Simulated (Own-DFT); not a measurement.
GaP (zincblende, atoms displaced), GaN (wurtzite, strained, atoms displaced) (calculated)

Computed with Own-DFT development build. A calculation, not a measurement: plane-wave PBE density functional theory by an unreviewed code, no spin, of a simulated periodic cell, stress positive in tension, free energy of the whole cell less one offset for each atom, forces on such cells passed a denser k mesh, this cell's mesh not checked; offsets are fitted by least squares, one for each functional and potential file, so energies compare only between cells with the same atoms and settings and are not formation energies; the far tail of each file's local potential was reset to the Coulomb form; each entry is a single point on an unrelaxed cell, so the pressure reflects the starting lattice, mostly measured values (interpolated for alloys), from which strain is counted, and rises with the displacements; printed positions are rounded, which can move forces by about a meV/angstrom; the program, named Own-DFT, is a retired in-house code; no spin-orbit coupling.

Common to all runs: functional PBE.

(1) 
```xyz
64
Lattice="10.9010 0.0000 0.0000 0.0000 10.9010 0.0000 0.0000 0.0000 10.9010" Properties=species:S:1:pos:R:3:force_x:R:1:force_y:R:1:force_z:R:1 formula=GaP potential_files=PseudoDojo_norm-conserving,scalar-relativistic,standard_set wave_cutoff=42 occupations=Fermi-Dirac smearing_width=0.1 k_mesh=3_x_3_x_3_centred_on_Gamma free_energy_of_cell_above_offsets=-21.613 pressure=6 stress_xx=-6.11 stress_yy=-6.17 stress_zz=-5.73 stress_yz=1.33 stress_xz=0.02 stress_xy=-1.18
Ga    10.8695    10.8061    10.8072       1.04     -0.285      1.957
Ga    10.8848     2.5539     2.7215      0.447      1.789     -0.849
Ga     2.8288    10.7828     2.6480      0.009      0.231      1.078
Ga     2.6363     2.8066     0.0753      1.304     -1.483     -0.663
P      1.5070     1.4198     1.4775     -1.054      -1.31     -1.321
P      1.3155     4.0380     3.9594      0.203     -0.471      1.576
P      4.0959     1.3194     4.2284     -1.646        2.1     -3.228
P      4.1256     3.9533     1.3936     -1.965      2.774     -1.512
Ga     0.0028     0.0466     5.6622      -0.64     -0.021     -5.339
Ga     0.1031     2.8151     8.2028     -0.056      -2.25      0.217
Ga     2.6391     0.0144     8.2690      0.198     -0.644     -0.346
Ga     2.6701     2.6357     5.5561      0.098      0.698     -2.064
P      1.3832     1.1904     6.5951      2.032      2.685      4.533
P      1.6030     4.1001     9.4204     -5.707     -5.147      5.194
P      4.1677     1.2761     9.5230     -1.608      2.209     -0.681
P      3.9479     3.9084     6.9003      0.415       2.46     -0.237
Ga     0.1466     5.2553     0.0717     -0.583      1.324      0.054
Ga    10.8739     8.1772     2.6691      0.587     -0.594      1.333
Ga     2.7801     5.3786     2.8292     -0.307      1.083     -0.793
Ga     2.9754     8.0898     0.1304     -2.066      0.168     -1.414
P      1.3975     7.0045     1.2978      0.144     -2.565       0.68
P      1.3310     9.5320     4.0639      0.264     -0.013      0.351
P      3.8914     6.9148     4.2700      4.345     -2.877       -3.6
P      4.2222     9.4561     1.2468     -0.496     -0.348      3.009
Ga     0.0611     5.2971     5.5732      0.072      0.985     -1.113
Ga    10.8874     8.1875     8.1394      0.183     -1.121      0.125
Ga     2.5908     5.3566     8.3948      5.086      6.324     -5.916
Ga     2.7152     8.0501     5.4827     -0.147      5.511      0.239
P      1.5006     6.9058     6.6714     -3.437     -3.394       3.85
P      1.2920     9.4312     9.5500      1.481      0.266      0.401
P      4.0386     6.8154     9.5589      1.449     -1.279     -0.465
P      4.1286     9.4578     6.9492     -1.763      1.856     -2.062
Ga     5.1921    10.8584    10.8991      3.546       1.22     -0.229
Ga     5.4194     3.0187     2.7103      2.512      -3.95      2.414
Ga     8.2398    10.7988     2.7875      0.222      0.722      0.116
Ga     8.2616     2.6348    10.8662      -1.03      0.606      0.947
P      6.8978     1.2462     1.4395     -1.357      1.093     -0.618
P      6.9565     4.0372     4.0946     -1.422      1.682      0.153
P      9.6495     1.4407     4.1012     -1.446     -2.209      1.282
P      9.4643     4.1472     1.5058      1.879     -2.293     -2.272
Ga     5.3214     0.1084     5.4029      1.853     -2.236      2.284
Ga     5.4693     2.8678     8.1535     -0.436     -2.519     -0.556
Ga     8.2690    10.7030     8.1586     -0.295      1.147     -0.552
Ga     8.1713     2.6735     5.4237      0.989      -0.05       0.54
P      6.8074     1.3899     6.7288      0.232      -0.68      1.216
P      6.7023     4.0646     9.4823      1.845       0.56      1.322
P      9.5592     1.2334     9.6532      0.221      1.351     -2.242
P      9.6003     4.0359     6.9506     -1.667      0.776     -0.654
Ga     5.5176     5.3454     0.1233     -0.448      1.058     -0.551
Ga     5.5663     8.2173     2.7788     -1.288     -1.377     -0.521
Ga     8.1905     5.4465     2.6862       -1.3      0.128      0.773
Ga     8.3208     8.1427     0.0197     -2.121      1.516      0.722
P      6.9010     6.8053     1.4122     -0.911      0.145     -0.537
P      6.7114     9.5806     4.0662      1.065      0.576       1.44
P      9.4979     6.6826     3.9556      1.308      1.065      1.979
P      9.5609     9.4501     1.4344     -0.227      1.378     -0.725
Ga     5.5245     5.5982     5.5532     -2.824     -3.108     -2.541
Ga     5.4070     8.1445     8.0602      1.344     -0.406      2.391
Ga     7.8867     5.5339     8.0604      2.644     -1.165      2.092
Ga     8.1145     8.1119     5.3466      1.018      0.587     -0.571
P      6.7550     6.8031     6.7203       1.21       2.76      1.147
P      6.8294     9.6428     9.6178     -0.212     -1.721     -0.371
P      9.5062     6.8516     9.6970      1.327     -2.274     -2.827
P      9.7773     9.5628     6.6672     -4.115     -3.044      1.953
```

Units: wave_cutoff in hartree; smearing_width, free_energy_of_cell_above_offsets in eV; pressure, stress_xx, stress_yy, stress_zz, stress_yz, stress_xz, stress_xy in GPa; force_x, force_y, force_z in eV/Å.

(2) 
```xyz
64
Lattice="10.9010 0.0000 0.0000 0.0000 10.9010 0.0000 0.0000 0.0000 10.9010" Properties=species:S:1:pos:R:3:force_x:R:1:force_y:R:1:force_z:R:1 formula=GaP potential_files=PseudoDojo_norm-conserving,scalar-relativistic,standard_set wave_cutoff=42 occupations=Fermi-Dirac smearing_width=0.1 hardware=one_NVIDIA_H100 k_mesh=3_x_3_x_3_centred_on_Gamma free_energy_of_cell_above_offsets=-25.018 pressure=5.25 stress_xx=-5.19 stress_yy=-5.39 stress_zz=-5.18 stress_yz=0.15 stress_xz=0.98 stress_xy=-0.28 wall_time=581.3
Ga    10.8369    10.7801     0.4342      3.261      3.035     -3.781
Ga    10.7374     2.7784     2.6550      1.793     -1.084      1.319
Ga     2.6171    10.8024     2.6646      0.769      0.179      0.765
Ga     2.8155     2.6712     0.0376     -1.144      2.279      0.608
P      1.5001     1.4320     1.4371     -1.999     -0.141      0.064
P      1.4847     4.3078     3.8633      -6.48     -6.481       6.89
P      4.1563     1.2155     4.0620     -1.882     -0.256      0.858
P      4.1511     4.1565     1.4308     -0.511      -0.76      0.055
Ga    10.8960     0.1027     5.4276     -0.364     -1.633      1.204
Ga    10.7661     2.6685     8.3060      -0.16      1.188      0.323
Ga     2.7826     0.0812     8.0188      0.022     -0.622      0.821
Ga     2.6750     2.7589     5.2915     -0.002     -0.222      0.555
P      1.1394     1.3866     6.9114      1.814      0.583     -1.017
P      1.2557     4.1608     9.6251      2.194     -1.641     -1.891
P      4.0959     1.5219     9.6260      0.907     -2.316     -1.823
P      4.1259     4.0931     6.8298      0.236     -0.767     -1.874
Ga     0.1072     5.4651     0.0089     -1.911      0.512      0.795
Ga     0.0842     8.2070     2.8158     -0.453     -0.484     -1.089
Ga     2.5363     5.3807     2.7285      6.967      3.882     -4.415
Ga     2.8805     8.1226    10.8103     -1.267     -0.201      0.684
P      1.4369     6.6767     1.4358     -1.147      3.115     -1.728
P      1.3049     9.5834     4.1422      0.863     -0.149      0.462
P      3.9743     6.8772     3.9786      1.481     -1.526      -0.46
P      3.9962     9.5339     1.3205       1.03     -0.798      0.769
Ga    10.8305     5.5117     5.5194       0.74     -0.357     -0.705
Ga     0.0485     8.1442     8.2570      0.327     -0.163      0.162
Ga     2.9071     5.4654     8.0186     -2.069      0.733       1.57
Ga     2.7318     7.9998     5.3760     -0.348      2.231      0.128
P      1.3862     6.8689     6.7149      -0.45      -1.02      1.556
P      1.4516     9.4648     9.5644     -0.473      1.022      0.232
P      4.1714     6.8015     9.5222      0.284     -0.447     -0.621
P      4.1622     9.3910     6.6816     -1.033      0.373      1.495
Ga     5.4108    10.8499     0.0724     -0.073     -0.287     -0.916
Ga     5.3530     2.6479     2.9016      1.031      0.392     -2.253
Ga     8.3359    10.8915     2.7910     -2.071     -0.639     -2.019
Ga     8.0974     2.7532    10.8664      0.158     -0.792      0.987
P      6.7705     1.2377     1.2935      0.853      1.472      1.702
P      6.8108     4.0690     3.9297      -0.17      0.997      1.721
P      9.4533     1.2309     4.1528      1.205      2.592      0.128
P      9.5227     4.0566     1.3739     -0.807      1.187     -1.233
Ga     5.4253    10.7218     5.4034      0.909      1.484      0.712
Ga     5.4042     2.7002     8.1008      0.582      0.754      1.503
Ga     8.1813     0.0741     8.1560      0.054     -1.905      0.826
Ga     8.2073     2.8225     5.3448     -0.821     -0.261      0.886
P      6.8203     1.3650     6.9987     -0.547     -0.051     -2.961
P      6.9244     4.1330     9.5672      -1.16      0.163     -1.508
P      9.3734     1.3363     9.5646      1.687     -0.201      1.398
P      9.4678     4.1753     6.8395      0.517     -0.863     -0.212
Ga     5.4632     5.3667    10.8222       0.48      0.535      0.845
Ga     5.5672     8.0923     2.7560     -0.482      1.184     -0.339
Ga     8.1945     5.5058     2.7056      0.588     -0.817      0.381
Ga     8.2194     7.9702    10.8246      0.716      0.595      1.216
P      6.9673     6.8306     1.3884     -1.742     -0.579     -0.456
P      6.8756     9.6338     4.0587      0.513     -1.579      0.051
P      9.5461     6.8611     4.1055      0.443       -0.9      -0.66
P      9.5213     9.5087     1.3334     -1.925     -3.249      2.256
Ga     5.4296     5.6956     5.6037     -1.183     -2.098     -2.263
Ga     5.5661     8.2479     8.2734     -0.473      0.893      0.843
Ga     8.2104     5.5886     8.1815     -2.739     -1.738     -2.054
Ga     8.2983     8.1268     5.4356     -1.544       1.14      0.604
P      6.6613     6.9816     6.8067      2.952     -0.139      0.483
P      7.0079     9.4486     9.7868     -2.094      1.922     -2.169
P      9.4194     6.7245     9.4443      3.805      1.164      1.922
P      9.4898     9.3759     6.9968      0.341      1.557     -1.329
```

Units: wave_cutoff in hartree; smearing_width, free_energy_of_cell_above_offsets in eV; pressure, stress_xx, stress_yy, stress_zz, stress_yz, stress_xz, stress_xy in GPa; wall_time in s; force_x, force_y, force_z in eV/Å.

(3) 
```xyz
96
Lattice="12.7560 0.0000 0.0000 -4.7835 8.2853 0.0000 0.0000 0.0000 10.3182" Properties=species:S:1:pos:R:3:force_x:R:1:force_y:R:1:force_z:R:1 formula=GaN potential_files=PseudoDojo_norm-conserving,scalar-relativistic,standard_set_with_the_stringent_files_for_Ga wave_cutoff=96 occupations=Gaussian smearing_width=0.01 k_mesh=3_x_4_x_3_centred_on_Gamma free_energy_of_cell_above_offsets=-4.384 pressure=8.1 stress_xx=-6.14 stress_yy=-8.81 stress_zz=-9.35 stress_yz=-0.23 stress_xz=-0.34 stress_xy=-0.05
Ga     0.0482     1.7487     0.0062     -0.771      1.673      0.587
Ga     1.5656     0.7846     2.5558      0.124      3.381      1.594
N      0.0021     1.8520     1.9823      0.229     -0.385      0.088
N      1.6270     0.8532     4.5901     -0.432      1.749     -1.145
Ga    -0.0016     1.8942     5.1373      1.103     -1.923      1.065
Ga     1.5385     0.9946     7.7359      0.892     -1.398      -1.88
N     -0.0450     1.7831     7.1161      0.038      1.811     -0.455
N      1.5829     0.9450     9.5563      0.741     -0.483      2.468
Ga    -1.6536     4.6287     0.0139       0.87     -0.228      -0.88
Ga     0.0446     3.7275     2.6898     -0.642     -0.773     -1.858
N     -1.5907     4.6100     1.8757      0.229     -0.418      2.361
N      0.0257     3.6300     4.5760     -0.708       2.06     -0.435
Ga    -1.6046     4.6391     5.1997     -0.044     -0.309     -2.079
Ga     0.0216     3.7263     7.7591     -1.469     -1.268      0.512
N     -1.5600     4.6562     7.0031     -0.555     -1.013      2.754
N     -0.0178     3.6707     9.7262     -0.038     -0.202     -0.464
Ga    -3.2842     7.4004    10.2851       1.08     -0.497     -0.308
Ga    -1.5706     6.4014     2.5328     -1.289      0.019      0.988
N     -3.2281     7.4022     1.9341      0.376     -2.645     -0.739
N     -1.6863     6.4671     4.5892       1.75     -0.679     -1.669
Ga    -3.1903     7.3990     5.2060     -0.999     -0.841     -0.276
Ga    -1.5766     6.4740     7.6664     -0.881     -0.476      1.484
N     -3.1593     7.3306     7.0795     -0.996      0.838      1.257
N     -1.5996     6.4694     9.7341     -0.854      0.014     -1.105
Ga     3.1761     1.8589     0.0038      0.409       -0.7     -0.731
Ga     4.7377     0.8339     2.5164      0.904      1.086      0.053
N      3.1610     1.8334     1.9126     -0.037     -1.003      0.205
N      4.7468     0.9483     4.4459      1.702     -1.161      0.811
Ga     3.2457     1.7905     5.1576     -1.148      0.996     -0.512
Ga     4.7672     0.8931     7.7842      0.387     -0.037     -0.068
N      3.2568     1.8277     7.0887     -0.974      -0.38     -0.013
N      4.8560     0.8809     9.6919     -0.896      0.506      0.519
Ga     1.5548     4.5750     0.0741      0.335     -0.232     -1.205
Ga     3.1998     3.6541     2.5103       0.82     -0.208      1.525
N      1.6583     4.5738     1.9861     -1.082      0.637     -0.161
N      3.2546     3.6958     4.5069     -1.072     -0.322      0.403
Ga     1.5618     4.6490     5.1807      1.318     -1.123     -1.906
Ga     3.2078     3.6282     7.6117     -0.322      1.136      1.143
N      1.4717     4.5900     6.9991      2.276      0.409      1.937
N      3.1875     3.6297     9.6296     -0.218      1.117     -0.045
Ga    -0.0674     7.3633     0.0236      0.929     -0.209     -0.363
Ga     1.6397     6.4486     2.5255      0.732     -0.441      0.579
N      0.0292     7.2409     1.9765     -0.227      1.318     -0.625
N      1.5940     6.4318     4.5041     -0.047      0.514     -0.117
Ga     0.0134     7.3158     5.1609     -0.861      1.005      -0.52
Ga     1.5819     6.3791     7.7630     -0.296       0.61     -1.125
N     -0.0483     7.3771     7.0899      1.771      0.052     -0.063
N      1.5412     6.4064     9.6145      0.375      0.082      1.934
Ga     6.4194     1.8808    10.2788     -0.212     -0.478      0.884
Ga     8.0234     0.9821     2.7610     -0.235     -0.217     -3.506
N      6.4119     1.8186     1.9314     -0.218     -0.201      0.858
N      7.9749     0.9179     4.6289     -0.335      0.795      0.177
Ga     6.3461     1.8560     5.2848      -0.59      0.237     -1.869
Ga     8.0125     0.8000     7.7281     -0.606      3.155      1.476
N      6.3843     1.8312     7.1579      0.268     -0.891      0.189
N      8.0039     1.0167     9.6949     -0.259     -2.201     -0.706
Ga     4.7785     4.6170    10.2894      0.176     -0.386      0.236
Ga     6.3743     3.6970     2.6169     -0.037     -0.476     -0.148
N      4.7796     4.6090     1.9937      0.162     -0.485     -1.079
N      6.4031     3.7460     4.6330      0.379     -1.623     -0.974
Ga     4.8246     4.5982     5.2027     -0.862      0.469     -1.011
Ga     6.4103     3.6518     7.6593     -0.265      0.915      1.604
N      4.8052     4.6260     7.0955     -0.287     -0.229      0.671
N      6.4039     3.6752     9.7092     -0.798      0.496      -1.26
Ga     3.1684     7.3135    10.2791      0.073      1.039      0.326
Ga     4.7506     6.4311     2.6018       1.14     -1.115      0.799
N      3.2877     7.2950     1.9552     -2.203      2.014     -0.421
N      4.8615     6.4140     4.5386     -1.397      1.024        0.4
Ga     3.1408     7.4036     5.1171       1.41     -1.926      0.819
Ga     4.7765     6.4902     7.6477      1.562     -0.759      0.942
N      3.2207     7.3875     7.1739      -1.46     -1.905     -1.969
N      4.7943     6.4617     9.6656     -0.446     -0.252     -0.639
Ga     9.5839     1.8410    10.2559      0.814      0.412      0.526
Ga    11.1812     0.8619     2.6789     -0.109      0.523     -1.633
N      9.6393     1.9765     1.8546     -0.397     -3.335      1.682
N     11.2801     0.8522     4.5871     -2.161      1.603     -0.423
Ga     9.5200     1.8795     5.1692      1.676     -0.123      0.739
Ga    11.0870     1.0116     7.7348      1.915     -1.958      0.623
N      9.5686     1.9008     7.2232     -1.306     -0.864      -2.25
N     11.2271     0.8481     9.7264     -0.881      1.448     -1.079
Ga     7.9477     4.5974     0.0089        0.7     -0.602     -0.778
Ga     9.5750     3.6154     2.6223     -0.032      2.449     -1.445
N      7.9495     4.5958     1.8658      0.454     -0.289      2.288
N      9.5043     3.7295     4.4898      1.206     -0.976      1.161
Ga     7.9948     4.6485     5.1509     -0.544       0.03      0.667
Ga     9.5229     3.6854     7.6817      0.885      1.827      1.605
N      7.9723     4.6782     7.1384      -0.02     -2.081     -1.125
N      9.6018     3.6886     9.7052     -0.779     -0.065     -1.252
Ga     6.3216     7.4033     0.0105      0.841     -1.799      0.463
Ga     7.9414     6.4029     2.5609      0.144     -0.068      0.309
N      6.3219     7.2738     1.9767      0.789      1.465      -0.32
N      7.9080     6.4223     4.5621      2.319      0.064     -1.396
Ga     6.4621     7.3503     5.1536     -1.721     -0.043     -0.043
Ga     7.9214     6.4167     7.6942      0.959      1.846      1.358
N      6.4257     7.3944     7.0192      -1.15      0.401      1.849
N      7.9916     6.3674     9.7095     -1.093      1.477     -0.842
```

Units: wave_cutoff in hartree; smearing_width, free_energy_of_cell_above_offsets in eV; pressure, stress_xx, stress_yy, stress_zz, stress_yz, stress_xz, stress_xy in GPa; force_x, force_y, force_z in eV/Å.
